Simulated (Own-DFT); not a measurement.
Si₄SnGe₁₁ (diamond-structure random alloy, atoms displaced) (calculated)

Computed with Own-DFT development build. A calculation, not a measurement: plane-wave density functional theory by an unreviewed code, no spin, of a simulated periodic cell, stress positive in tension, run twice, with PBE and with PBEsol, both on files made for PBE, so the change isn't that of files made for PBEsol, forces on such cells moved up to 12 meV/angstrom on a denser k mesh; the far tail of each file's local potential was reset to the Coulomb form; each entry is a single point on an unrelaxed cell, so the pressure reflects the starting lattice, mostly measured values (interpolated for alloys), from which strain is counted, and rises with the displacements; printed positions are rounded, which can move forces by about a meV/angstrom; the program, named Own-DFT, is a retired in-house code; no spin-orbit coupling; stress was not checked against mesh or cutoff.

Entry: Si₄SnGe₁₁ (diamond-structure random alloy, atoms displaced)

```cif
# cell vector a (Å): 11.3064 0.0000 0.0000
# cell vector b (Å): 0.0000 11.3064 0.0000
# cell vector c (Å): 0.0000 0.0000 11.3064
data_Si4SnGe11
_symmetry_space_group_name_H-M 'P 1'
_symmetry_Int_Tables_number 1
_cell_length_a 11.3064
_cell_length_b 11.3064
_cell_length_c 11.3064
_cell_angle_alpha 90.000
_cell_angle_beta 90.000
_cell_angle_gamma 90.000
_cell_volume 1445.35
loop_
_atom_site_label
_atom_site_type_symbol
_atom_site_fract_x
_atom_site_fract_y
_atom_site_fract_z
_atom_site_occupancy
Ge1 Ge 0.00468 0.00700 0.00700 1
Ge2 Ge 0.99947 0.25454 0.25258 1
Ge3 Ge 0.25035 0.00538 0.25022 1
Si1 Si 0.24994 0.25319 0.00091 1
Ge4 Ge 0.12699 0.12271 0.12249 1
Ge5 Ge 0.12527 0.37844 0.37779 1
Ge6 Ge 0.37561 0.12527 0.37251 1
Ge7 Ge 0.37662 0.37563 0.12424 1
Ge8 Ge 0.00296 0.99679 0.49866 1
Ge9 Ge 0.00026 0.24881 0.74617 1
Ge10 Ge 0.24756 0.00248 0.75469 1
Sn1 Sn 0.25042 0.25004 0.50352 1
Ge11 Ge 0.12525 0.12468 0.62171 1
Si2 Si 0.12562 0.37961 0.87397 1
Ge12 Ge 0.37780 0.12344 0.87555 1
Si3 Si 0.37306 0.37732 0.62671 1
Ge13 Ge 0.00060 0.49695 0.00824 1
Ge14 Ge 0.00102 0.74871 0.24536 1
Ge15 Ge 0.24841 0.50217 0.24945 1
Ge16 Ge 0.24866 0.74912 0.99728 1
Ge17 Ge 0.12189 0.62145 0.12769 1
Ge18 Ge 0.12327 0.87069 0.38139 1
Si4 Si 0.37437 0.62366 0.37711 1
Si5 Si 0.37518 0.87568 0.12379 1
Ge19 Ge 0.99655 0.50108 0.50290 1
Si6 Si 0.00379 0.74711 0.74718 1
Ge20 Ge 0.25119 0.49858 0.74633 1
Si7 Si 0.25045 0.74638 0.50094 1
Ge21 Ge 0.12465 0.62496 0.62384 1
Ge22 Ge 0.12557 0.87378 0.87744 1
Ge23 Ge 0.37642 0.62907 0.87451 1
Si8 Si 0.37443 0.87619 0.62065 1
Sn2 Sn 0.49777 0.99586 0.00428 1
Ge24 Ge 0.50050 0.25366 0.25078 1
Ge25 Ge 0.75086 0.00355 0.24739 1
Ge26 Ge 0.75229 0.25031 0.99980 1
Si9 Si 0.62719 0.12626 0.12666 1
Si10 Si 0.62824 0.37914 0.38058 1
Sn3 Sn 0.87263 0.12604 0.37475 1
Sn4 Sn 0.87992 0.37473 0.12218 1
Ge27 Ge 0.49763 0.00185 0.50099 1
Ge28 Ge 0.50002 0.25374 0.74822 1
Ge29 Ge 0.74999 0.00100 0.75678 1
Ge30 Ge 0.74633 0.24947 0.49766 1
Ge31 Ge 0.62566 0.12450 0.62752 1
Ge32 Ge 0.62619 0.37284 0.87479 1
Ge33 Ge 0.87802 0.13237 0.87281 1
Ge34 Ge 0.87248 0.37410 0.62510 1
Ge35 Ge 0.49904 0.50131 0.00010 1
Ge36 Ge 0.49851 0.74820 0.24873 1
Ge37 Ge 0.74779 0.50173 0.25296 1
Si11 Si 0.75159 0.75180 0.00183 1
Si12 Si 0.62698 0.62259 0.12534 1
Ge38 Ge 0.62559 0.87891 0.37464 1
Si13 Si 0.87647 0.62413 0.37652 1
Ge39 Ge 0.87418 0.87560 0.12764 1
Si14 Si 0.50015 0.50117 0.50057 1
Ge40 Ge 0.49968 0.74859 0.75098 1
Ge41 Ge 0.74990 0.49635 0.75241 1
Si15 Si 0.74868 0.74804 0.49771 1
Ge42 Ge 0.62418 0.62684 0.62643 1
Si16 Si 0.62816 0.87990 0.87873 1
Ge43 Ge 0.87711 0.62717 0.87496 1
Ge44 Ge 0.87141 0.87628 0.62795 1
```

It was run with functional PBE, then PBEsol, potential files PseudoDojo norm-conserving, scalar-relativistic, standard set, wave cutoff 49 hartree, occupations Fermi-Dirac, smearing width 0.1 eV and k mesh 3 x 3 x 3 centred on Gamma.

The calculation gives: PBE pressure 3.97 GPa; PBE stress xx -4.02 GPa; PBE stress yy -3.96 GPa; PBE stress zz -3.92 GPa; PBE stress yz 0.33 GPa; PBE stress xz 0.19 GPa; PBE stress xy -0.3 GPa; PBEsol pressure 1.3 GPa; PBEsol stress xx -1.36 GPa; PBEsol stress yy -1.3 GPa; PBEsol stress zz -1.25 GPa; PBEsol stress yz 0.31 GPa; PBEsol stress xz 0.19 GPa; PBEsol stress xy -0.29 GPa; rms change of force components from PBE to PBEsol 0.044 eV/Å.

Force:
```tsv
force element	PBE force x (eV/Å)	PBE force y (eV/Å)	PBE force z (eV/Å)	PBEsol force x (eV/Å)	PBEsol force y (eV/Å)	PBEsol force z (eV/Å)
Ge	-1.09	-1.072	-1.207	-1.046	-1.034	-1.156
Ge	2.298	-0.642	0.087	2.223	-0.619	0.084
Ge	0.048	-1.355	-0.058	0.021	-1.273	-0.032
Si	-0.114	-0.06	-0.657	-0.075	-0.097	-0.605
Ge	0.58	1.645	0.743	0.528	1.551	0.751
Ge	-0.818	0.783	-0.845	-0.802	0.755	-0.827
Ge	0.91	-0.396	-0.516	0.877	-0.386	-0.501
Ge	-0.56	-0.056	-0.071	-0.511	-0.024	-0.038
Ge	-0.092	-0.456	1.194	-0.084	-0.441	1.158
Ge	0.589	0.76	0.244	0.528	0.704	0.207
Ge	0.395	-0.49	-0.808	0.361	-0.445	-0.752
Sn	0.621	0.49	-0.501	0.551	0.426	-0.531
Ge	-1.09	-1.438	1.462	-1.062	-1.396	1.42
Si	0.109	-0.625	0.316	0.071	-0.573	0.277
Ge	-1.223	1.672	-0.604	-1.166	1.59	-0.615
Si	1.623	0.956	0.308	1.555	0.906	0.344
Ge	1.728	1.866	-3.017	1.649	1.842	-2.887
Ge	-0.474	-0.024	1.108	-0.429	0.006	1.043
Ge	0.591	-0.077	0.522	0.532	-0.105	0.473
Ge	0.222	0.103	0.959	0.19	0.077	0.891
Ge	0.721	0.526	-0.528	0.689	0.502	-0.512
Ge	0.823	-0.211	-0.836	0.754	-0.161	-0.836
Si	0.083	0.058	0.127	0.08	0.059	0.043
Si	-1.778	-1.61	1.626	-1.748	-1.583	1.598
Ge	-0.095	0.114	-0.426	-0.053	0.071	-0.379
Si	-0.457	0.582	0.36	-0.449	0.567	0.352
Ge	-0.068	0.174	0.608	-0.076	0.236	0.59
Si	0.567	0.219	-0.013	0.469	0.213	-0.012
Ge	0.186	0.242	0.022	0.181	0.163	0.019
Ge	-0.714	0.062	-0.376	-0.646	0.09	-0.331
Ge	-0.333	-0.651	-0.031	-0.322	-0.627	-0.033
Si	-0.463	-0.351	0.552	-0.418	-0.303	0.576
Sn	1.001	0.742	0.031	0.938	0.778	-0.025
Ge	0.932	-0.028	0.214	0.839	-0.027	0.208
Ge	-1.34	-1.037	-0.917	-1.263	-1.043	-0.852
Ge	-1.394	-1.168	-0.577	-1.312	-1.099	-0.6
Si	0.406	0.889	0.413	0.402	0.874	0.407
Si	-0.925	0.068	-0.264	-0.857	0.023	-0.297
Sn	0.841	-0.224	0.231	0.818	-0.215	0.223
Sn	-1.764	-0.287	1.279	-1.706	-0.279	1.242
Ge	0.13	-0.297	0.024	0.163	-0.249	-0.019
Ge	-0.342	-0.1	-0.047	-0.29	-0.138	-0.007
Ge	0.086	0.016	-0.124	0.121	0.057	-0.164
Ge	-0.938	1.166	1.256	-0.871	1.094	1.256
Ge	-0.213	0.071	-0.037	-0.206	0.08	-0.04
Ge	-0.324	0.159	0.321	-0.309	0.152	0.302
Ge	-0.003	-0.788	0.502	-0.009	-0.755	0.483
Ge	-0.064	-0.116	-0.07	-0.059	-0.116	-0.065
Ge	0.554	0.17	-0.012	0.501	0.131	-0.039
Ge	-0.038	-0.026	-0.023	-0.009	0.009	0.002
Ge	-0.307	0.635	0.684	-0.263	0.581	0.633
Si	-0.447	-0.145	-0.202	-0.365	-0.143	-0.196
Si	-0.075	0.606	-0.232	-0.107	0.556	-0.19
Ge	0.007	-0.567	0.076	-0.023	-0.513	0.043
Si	-0.399	0.521	-0.043	-0.346	0.468	-0.082
Ge	-0.005	0.014	-0.621	0.034	0.05	-0.564
Si	-0.306	-0.2	0.065	-0.263	-0.163	0.108
Ge	0.326	1.369	-0.19	0.317	1.258	-0.178
Ge	0.066	0.618	-0.13	0.064	0.59	-0.126
Si	0.365	0.155	-0.007	0.316	0.194	0.034
Ge	0.229	-0.375	-0.521	0.214	-0.362	-0.436
Si	0.744	-1.87	-0.781	0.697	-1.796	-0.805
Ge	0.134	0.07	0.216	0.128	0.004	0.214
Ge	0.34	-0.778	-0.258	0.334	-0.691	-0.251
```
